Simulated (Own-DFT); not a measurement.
Simulation results for Al₁₆O₂₃ (corundum with two vacancies, atoms displaced)

All values are calculated (Own-DFT development build). A calculation, not a measurement: plane-wave PBE density functional theory by an unreviewed code, no spin, of a simulated periodic cell, stress positive in tension, free energy of the whole cell less one offset for each atom, defect cell not probed for a lower state with spin; oxygen file: force components 24 meV/angstrom off all-electron in one glass; forces on such cells passed a denser k mesh, this cell's mesh not checked; offsets are fitted by least squares, one for each functional and potential file, so energies compare only between cells with the same atoms and settings and are not formation energies; the far tail of each file's local potential was reset to the Coulomb form; each entry is a single point on an unrelaxed cell, so the pressure reflects the starting lattice, mostly measured values, from which strain is counted, and rises with the displacements; printed positions are rounded, which can move forces by about a meV/angstrom; the program is a retired in-house code; no spin-orbit coupling; before rounding, a Quantum ESPRESSO 7.3.1 run of the same cell and cutoff gave forces within 1 meV/angstrom rms on each cell, which checks the program and not the settings.

Settings shared by all entries: functional PBE; potential files PseudoDojo norm-conserving, scalar-relativistic, standard set; wave cutoff 72 hartree; occupations Fermi-Dirac; smearing width 0.1 eV; k mesh 3 x 3 x 3 centred on Gamma.

(1) Al₁₆O₂₃ (corundum with two vacancies, atoms displaced)

```xyz
78
Lattice="5.4940 0.0000 8.6604 -2.7470 4.7579 8.6604 -2.7470 -4.7579 8.6604" Properties=species:S:1:pos:R:3 Al16O23
Al    -0.0303     0.0286     4.5660
Al     0.0032    -0.0473     8.3924
Al     0.0214     0.0604    11.1667
Al    -0.0255    -0.0632     1.8176
O     -0.1292     1.6427     7.5487
O     -1.4578    -0.9310     7.7195
O      0.0746    -1.5747     5.4400
O     -1.5076     0.7573     5.3323
O      1.4048     0.8505     5.4456
Al    -1.4379    -2.2951     8.8327
Al    -1.3658    -2.3642    12.6770
Al    -1.3322    -2.4356    15.3532
Al    -1.3609    -2.3430     6.2073
O     -1.4058    -0.7232    11.8246
O      0.1140    -3.0529    11.9029
O     -2.7376    -3.2036    11.9691
O     -1.1554    -3.9687     9.7375
O     -2.8545    -1.7272     9.7813
O     -0.0255    -1.5040     9.7487
Al    -1.3429     2.4521     8.8693
Al    -1.2854     2.3527    12.7656
Al    -1.3230     2.4181    15.3651
Al    -1.3654     2.3671     6.2787
O     -1.5474     4.0827    11.8822
O      0.2424     1.6329    11.8903
O     -2.7693     1.4802    11.9792
O     -1.2355     0.7423     9.7437
O     -2.8552     3.1064     9.6571
O      0.0874     3.3579     9.7255
Al    -2.7214     0.0151    13.2797
Al    -2.7899     0.0410    17.0958
Al    -2.7766     0.0014    19.7562
Al    -2.7866    -0.0702    10.6323
O     -2.9028     1.6192    16.2303
O     -1.2473    -0.7180    16.2570
O     -4.0841    -1.0161    16.1998
O     -2.6400    -1.7029    14.0976
O     -4.2081     0.8129    14.0689
O     -1.4419     0.9518    14.1471
Al     2.7087     0.0231     8.9066
Al     2.8257    -0.0328    12.7720
Al     2.7124    -0.0130    15.3858
Al     2.7876     0.0120     6.2249
O      2.7175     1.7305    11.9754
O      4.1380    -0.7409    11.8648
O      1.4150    -0.8764    11.9010
O      2.8329    -1.6667     9.6580
O      1.3147     0.7254     9.7278
O      4.1199     0.9145     9.6558
Al     1.3939    -2.4454    13.2838
Al     1.3689    -2.4578    17.0717
Al     1.4502    -2.3759    19.6946
Al     1.3503    -2.3373    10.5335
O      1.3057    -0.7240    16.2039
O      2.8567    -3.0734    16.1802
O     -0.0181    -3.3230    16.2161
O      1.5713    -3.9974    14.0505
O     -0.1068    -1.6175    14.0435
O      2.7260    -1.4391    13.9994
Al     1.3052     2.3998    13.1594
Al     1.4311     2.3456    17.0197
Al     1.4101     2.3908    19.6981
Al     1.3701     2.3703    10.5146
O      2.7792     1.6660    16.2778
O     -0.0471     1.4093    16.2601
O      1.5012     0.6903    14.0427
O     -0.0866     3.1300    14.0670
O      2.7364     3.2883    13.9412
Al     0.0051    -0.0564    17.4538
Al     0.0400     0.0118    21.4891
Al     0.0514     0.0373    24.0628
Al     0.0544     0.0662    14.9597
O     -0.1910     1.6679    20.6191
O      1.5058    -0.6078    20.4973
O     -1.3221    -0.9504    20.5560
O      0.0889    -1.6019    18.3960
O     -1.3850     0.7353    18.3170
O      1.3595     0.8938    18.3892
```

It finds free energy of cell above offsets -50.165 eV; pressure 8.56 GPa; stress xx -8.84 GPa; stress yy -8.43 GPa; stress zz -8.42 GPa; stress yz -0.47 GPa; stress xz 0.95 GPa; stress xy -0.46 GPa.

Force:
```csv
element,x (eV/Å),y (eV/Å),z (eV/Å)
Al,0.776,0.164,-0.32
Al,0.521,0.207,0.792
Al,0.899,-1.843,-2.345
Al,0.633,1.36,0.791
O,0.221,-0.614,0.251
O,-0.179,1.439,-2.839
O,0.727,-0.17,-0.29
O,0.359,-0.291,1.856
O,-0.362,0.65,-0.619
Al,1.828,-1.965,1.522
Al,0.947,0.704,0.931
Al,-0.859,1.519,0.094
Al,-0.096,0.07,0.563
O,-1.865,-0.05,1.82
O,-0.251,-1.208,0.023
O,-0.577,-1.721,-1.01
O,-2.405,-0.906,0.235
O,-0.438,0.578,-0.36
O,-0.047,1.103,-0.641
Al,0.539,-2.133,0.763
Al,-2.037,0.562,-0.704
Al,-1.283,0.531,2.082
Al,-0.759,-0.254,-1.351
O,0.411,-1.134,0.15
O,-2.368,1.206,0.814
O,1.259,0.534,-0.436
O,-0.192,0.551,0.341
O,0.078,0.33,0.933
O,-1.969,-0.752,-0.111
Al,-0.595,-0.388,-0.429
Al,2.213,0.158,-0.084
Al,1.844,0.837,-0.453
Al,1.126,1.847,-1.601
O,0.134,1.207,-0.949
O,-0.342,-1.162,-1.277
O,-0.338,2.08,0.252
O,0.471,1.154,-0.923
O,-0.045,-1.672,0.03
O,1.534,0.187,-0.959
Al,0.213,-1.68,-1.026
Al,-2.612,1.395,-0.977
Al,0.722,0.558,-0.096
Al,0.777,-0.448,1.14
O,0.011,-1.21,-1.456
O,2.578,0.185,-0.957
O,-0.48,-0.029,-0.405
O,0.836,0.51,0.261
O,-0.979,0.338,0.278
O,0.605,-0.439,0.827
Al,-0.678,2.244,-2.079
Al,-0.362,1.464,-0.296
Al,-2.187,0.451,1.261
Al,0.638,-1.155,0.547
O,-0.734,-1.038,0.684
O,-0.325,-0.072,0.553
O,0.63,0.139,0.162
O,-1.408,-1.351,1.47
O,-0.167,-0.353,0.466
O,1.346,-0.258,1.941
Al,3.471,-0.371,0.451
Al,-3.337,1.354,1.202
Al,-1.767,-1.471,0.188
Al,1.769,0.782,0.7
O,2.906,-1.559,-2.39
O,1.153,1.209,-1.16
O,-0.618,1.192,0.38
O,-0.536,-0.676,-0.677
O,1.138,0.343,2.399
Al,-0.229,0.916,2.228
Al,-0.302,-0.044,-2.473
Al,-0.931,-1.129,0.06
Al,-1.061,-1.393,-1.035
O,1.67,-0.115,-1.008
O,-0.116,-1.609,1.456
O,-1.572,1.054,-0.153
O,1.192,-1.508,-0.425
O,-1.528,0.61,1.336
O,0.766,0.451,0.082
```

(2) Al₁₆O₂₃ (corundum with two vacancies, atoms displaced)

```xyz
78
Lattice="5.4940 0.0000 8.6604 -2.7470 4.7579 8.6604 -2.7470 -4.7579 8.6604" Properties=species:S:1:pos:R:3 Al16O23
Al    -0.0386     0.0589     4.6600
Al    -0.0052     0.0393     8.3667
Al     0.0393    -0.0096    11.1202
Al     0.0125     0.0040     1.9389
O     -0.1638     1.6914     7.4396
O      1.3945    -0.7545     7.5944
O     -1.3190    -0.9693     7.5357
O      0.1857    -1.7614     5.4968
O     -1.5257     0.7034     5.4012
O      1.4691     0.9763     5.4897
Al    -1.3503    -2.3330     8.8500
Al    -1.3613    -2.3992    12.7412
Al    -1.3740    -2.3763    15.3337
Al    -1.3440    -2.3770     6.2326
O     -1.5661    -0.7839    11.8883
O      0.0924    -3.0816    11.9321
O     -2.7037    -3.3026    11.9021
O     -1.2564    -3.9365     9.7264
O     -2.7962    -1.5268     9.7667
O     -0.0232    -1.4974     9.7660
Al    -1.3699     2.3900     8.9272
Al    -1.2556     2.3359    12.8072
Al    -1.3707     2.3408    15.4217
Al    -1.3929     2.4140     6.2528
O     -1.4960     4.0630    11.8465
O      0.1116     1.6968    11.8481
O     -2.7863     1.4794    11.8879
O     -1.2786     0.7368     9.8008
O      0.0253     3.2171     9.8239
Al    -2.7281    -0.0046    13.2660
Al    -2.6673    -0.0011    17.0375
Al    -2.7243     0.0625    19.7277
Al    -2.7023     0.0577    10.6213
O     -2.8189     1.7482    16.1789
O     -1.3240    -0.7193    16.1926
O     -4.0449    -0.9329    16.2668
O     -2.6180    -1.6040    14.0611
O     -4.1527     0.7630    13.9963
O     -1.4158     0.8531    14.0906
Al     2.7534     0.0559     8.8466
Al     2.7202     0.0449    12.7667
Al     2.7936     0.0142    15.3809
Al     2.7285     0.0601     6.2416
O      2.6966     1.6687    11.8294
O      4.1962    -0.7277    11.8626
O      1.3884    -0.9006    11.8581
O      2.9485    -1.6567     9.7211
O      1.1741     0.7843     9.7632
O      4.0780     1.0079     9.6762
Al     1.3175    -2.4360    13.1821
Al     1.4040    -2.3381    17.1014
Al     1.3878    -2.3751    19.7628
Al     1.3468    -2.2896    10.6199
O      1.2665    -0.7620    16.1955
O      2.8858    -3.0756    16.1388
O     -0.0886    -3.3116    16.2260
O      1.4876    -3.9648    14.0376
O     -0.0445    -1.6547    14.0703
O      2.6318    -1.4400    14.0319
Al     1.3362     2.3416    13.2147
Al     1.3741     2.4500    17.0771
Al     1.3187     2.4080    19.7105
Al     1.3964     2.3797    10.5347
O      1.2377     4.1465    16.1719
O      2.9148     1.6285    16.2382
O     -0.0670     1.4513    16.1300
O      1.4323     0.6849    14.0448
O     -0.0512     3.1645    14.1552
O      2.7100     3.3104    14.0075
Al     0.0043    -0.0628    17.5270
Al     0.0047     0.0109    21.3549
Al     0.0409     0.0317    24.0493
Al     0.0437    -0.0417    14.9650
O     -0.1265     1.6481    20.6011
O      1.4200    -0.7244    20.6480
O     -1.3642    -0.9207    20.5800
O      0.0453    -1.5913    18.4123
O     -1.5290     0.7729    18.4329
```

It finds free energy of cell above offsets -50.282 eV; pressure 8.7 GPa; stress xx -9.64 GPa; stress yy -8.21 GPa; stress zz -8.26 GPa; stress yz 0.26 GPa; stress xz 0.55 GPa; stress xy 1.17 GPa.

Force:
```csv
element,x (eV/Å),y (eV/Å),z (eV/Å)
Al,1.604,-1.818,-1.265
Al,-0.368,0.122,0.982
Al,-1.775,0.392,-1.327
Al,0.261,-0.541,-0.918
O,0.832,-1.359,1.59
O,1.729,0.559,0.07
O,-1.043,1.696,-0.13
O,-0.382,2.897,-2.564
O,0.207,0.766,0.11
O,-2.974,-0.475,-2.593
Al,0.12,-0.479,0.584
Al,-0.353,1.018,0.048
Al,-0.241,0.775,0.738
Al,-0.636,-0.285,-0.735
O,1.548,0.859,0.405
O,0.261,-0.083,-0.343
O,-0.899,-0.081,0.456
O,-0.203,-1.028,-0.03
O,-1.269,-1.905,-1.081
O,0.408,1.319,0.011
Al,-0.762,0.385,0.797
Al,-2.647,1.107,-0.623
Al,-0.153,1.408,-0.818
Al,-0.004,0.489,-0.429
O,0.346,-0.622,1.609
O,0.472,-0.916,1.535
O,0.926,0.204,0.318
O,0.941,0.361,-1.375
O,-1.018,1.862,-1.789
Al,-0.513,0.052,-1.343
Al,-1.832,1.447,1.194
Al,-0.279,-1.147,-0.33
Al,-1.654,0.491,-0.062
O,-1.252,-2.73,2.055
O,1.855,-0.683,0.084
O,-1.308,0.795,-0.874
O,-0.196,-1.542,0.267
O,-1.753,-0.081,1.555
O,1.951,0.683,-0.315
Al,-0.922,-0.322,0.503
Al,0.117,-1.212,-0.778
Al,-0.71,-1.015,0.313
Al,1.706,-0.911,0.489
O,-1.51,-1.084,1.425
O,0.205,0.78,0.87
O,0.148,0.021,0.393
O,-1.786,0.998,-0.203
O,1.318,-1.443,-1.272
O,1.024,-0.232,0.857
Al,1.296,1.106,0.854
Al,-0.062,-0.547,-0.479
Al,0.764,1.389,-0.5
Al,0.62,-1.427,-1.27
O,-0.017,0.443,0.546
O,-0.473,0.274,1.337
O,1.022,1.004,0.856
O,0.097,-1.445,0.764
O,-1.383,0.33,0.079
O,2.06,0.136,0.562
Al,0.733,1.43,0.06
Al,0.467,-1.118,-0.035
Al,1.228,-0.948,0.081
Al,-0.1,0.389,1.196
O,0.505,-1.383,1.129
O,-1.187,0.386,-0.299
O,2.366,-0.536,1.981
O,0.756,1.285,-0.424
O,-0.706,-1.373,-1.492
O,0.894,-0.382,1.555
Al,0.31,2.399,1.1
Al,-0.698,0.025,1.075
Al,-0.148,-0.081,-0.732
Al,-1.056,0.263,-1.351
O,-0.145,0.871,-1.33
O,1.589,-0.946,-1.666
O,-0.589,0.119,-0.274
O,1.444,-0.762,-0.588
O,0.873,-0.39,-0.795
```

(3) Al₁₆O₂₃ (corundum with two vacancies, atoms displaced)

```xyz
78
Lattice="5.4940 0.0000 8.6604 -2.7470 4.7579 8.6604 -2.7470 -4.7579 8.6604" Properties=species:S:1:pos:R:3 Al16O23
Al     0.0394    -0.0877     4.5883
Al    -0.1462     0.0872     8.4784
Al    -0.0147    -0.0689    11.0932
Al     0.1118     0.0366     1.9067
O     -0.0830     1.6704     7.5350
O      1.3971    -0.7497     7.6163
O     -1.3855    -0.8894     7.7279
O      0.0899    -1.6874     5.3978
O     -1.5792     0.6482     5.4405
O      1.3429     1.0076     5.4515
Al    -1.3917    -2.4055     8.8458
Al    -1.3578    -2.4001    12.6884
Al    -1.3306    -2.3782    15.3724
Al    -1.4202    -2.3831     6.3259
O     -1.5783    -0.7718    11.7994
O      0.1099    -3.0832    11.9017
O     -2.8176    -3.2342    11.9354
O     -1.3450    -4.0197     9.7122
O     -2.8296    -1.6414     9.7150
O      0.0443    -1.4566     9.6625
Al    -1.4199     2.3845     8.9702
Al    -1.3258     2.3594    12.7443
Al    -1.4167     2.4570    15.4229
Al    -1.3161     2.4507     6.1892
O     -1.4805     4.0075    11.9326
O      0.0736     1.5095    11.8698
O     -2.6972     1.4947    11.8216
O     -1.2064     0.7627     9.7627
O     -2.7974     3.0677     9.8262
O      0.0288     3.4494     9.7999
Al    -2.7617     0.0179    13.3120
Al    -2.8364    -0.0472    17.0492
Al    -2.7835     0.0878    19.7480
Al    -2.7653     0.0718    10.5617
O     -2.9396     1.6078    16.2210
O     -1.2830    -0.7141    16.2180
O     -4.1437    -0.9205    16.2306
O     -2.5671    -1.5983    14.0840
O     -4.1798     0.7445    14.0959
O     -1.4524     0.9201    14.0058
Al     2.8276    -0.0517     8.9011
Al     2.7419     0.0047    12.8237
Al     2.7152     0.0596    15.4112
Al     2.7105     0.0134     6.2870
O      2.6152     1.6095    11.8275
O      4.2238    -0.8119    11.9249
O      1.3457    -0.8865    11.8947
O      1.2524     0.7171     9.7655
O      4.1313     0.9270     9.6966
Al     1.3408    -2.3453    13.2201
Al     1.4179    -2.4200    17.0624
Al     1.3881    -2.2746    19.6601
Al     1.3708    -2.3417    10.5250
O      1.1809    -0.7251    16.2253
O      2.8702    -3.0408    16.2550
O     -0.0799    -3.3478    16.2854
O      1.4754    -4.0288    14.1610
O     -0.1259    -1.5938    14.0423
O      2.6612    -1.5055    14.0564
Al     1.3762     2.2763    13.1896
Al     1.3184     2.3629    17.0316
Al     1.3112     2.3943    19.7491
Al     1.4718     2.3017    10.6328
O      1.2767     4.0231    16.2889
O      2.9280     1.6152    16.2236
O     -0.0286     1.4863    16.3051
O      1.3984     0.7011    14.0802
O     -0.1157     3.0532    14.1012
O      2.7566     3.3080    14.0304
Al     0.0310     0.0010    17.4728
Al    -0.0276     0.0362    21.3927
Al    -0.0651    -0.0460    24.0570
Al    -0.0326     0.0637    14.9414
O      1.4494    -0.7864    20.6186
O     -1.3821    -0.9052    20.5339
O      0.1129    -1.6468    18.3787
O     -1.4831     0.6975    18.3364
O      1.3895     0.9347    18.4367
```

The calculation gives: free energy of cell above offsets -50.681 eV; pressure 8.22 GPa; stress xx -8.41 GPa; stress yy -7.88 GPa; stress zz -8.37 GPa; stress yz -0.55 GPa; stress xz 0.16 GPa; stress xy -0.44 GPa.

Force:
```csv
element,x (eV/Å),y (eV/Å),z (eV/Å)
Al,-1.243,1.245,-0.288
Al,3.403,-0.27,-0.34
Al,-0.428,0.058,-1.226
Al,-3.694,-1.226,1.107
O,-0.733,0.286,0.394
O,1.056,0.622,-0.645
O,-1.765,-0.459,-2.912
O,-0.109,0.286,0.878
O,1.424,0.994,-0.329
O,0.3,-1.929,-1.163
Al,0.877,1.026,1.474
Al,-1.414,1.429,0.757
Al,-0.59,0.802,0.612
Al,0.299,0.183,-1.63
O,1.146,-0.103,0.836
O,0.149,-0.076,-0.11
O,0.785,-1.558,-0.173
O,1.895,0.866,-0.252
O,-0.802,0.353,0.159
O,-0.82,-0.507,1.06
Al,1.628,0.479,-0.608
Al,-0.829,-0.923,-0.527
Al,-0.674,-1.284,-0.059
Al,-0.05,-1.13,0.795
O,0.31,1.213,0.126
O,0.69,2.604,1.573
O,-0.679,-0.551,0.993
O,-1.371,0.105,0.159
O,-1.215,1.122,-0.71
O,-1.165,-2.538,-0.785
Al,-0.408,-0.621,-2.284
Al,2.132,0.459,0.775
Al,1.754,-1.991,-1.081
Al,0.945,-0.826,0.901
O,0.929,0.477,-0.106
O,0.038,0.09,-0.292
O,-0.935,-0.309,-0.344
O,-0.924,-0.499,-0.02
O,-1.708,0.05,0.257
O,2.24,0.636,1.742
Al,-2.357,0.015,1.36
Al,0.292,-1.093,-1.93
Al,0.16,-1.549,0.409
Al,-0.507,-0.139,-0.096
O,0.772,-0.212,1.842
O,-0.096,1.919,0.684
O,0.8,-0.999,0.796
O,0.456,-0.284,-0.561
O,0.89,-0.156,0.644
Al,-0.024,-0.596,-0.158
Al,-1.745,0.758,0.512
Al,-0.006,-1.37,0.304
Al,1.567,-0.352,-0.626
O,1.473,0.013,-0.342
O,-0.555,-1.522,-1.013
O,1.509,0.348,-0.43
O,-0.374,0.217,-0.564
O,0.241,-0.467,-0.011
O,1.356,0.667,1.11
Al,-0.17,1.773,0.011
Al,1.671,0.145,1.696
Al,-0.242,-0.858,-0.23
Al,-2.093,1.382,-1.871
O,-0.232,-0.27,-0.795
O,-1.561,1.359,0.868
O,-0.565,-0.073,-1.552
O,1.131,0.587,-0.048
O,0.26,0.581,-0.105
O,-0.416,-0.575,0.489
Al,-1.471,-0.493,2.337
Al,0.24,0.277,-0.482
Al,1.333,0.778,-0.4
Al,-1.452,-1.111,-0.822
O,0.156,1.581,-0.052
O,-0.198,-0.531,0.974
O,0.514,0.017,-0.059
O,-0.163,1.692,0.935
O,-1.034,-0.042,-1.537
```
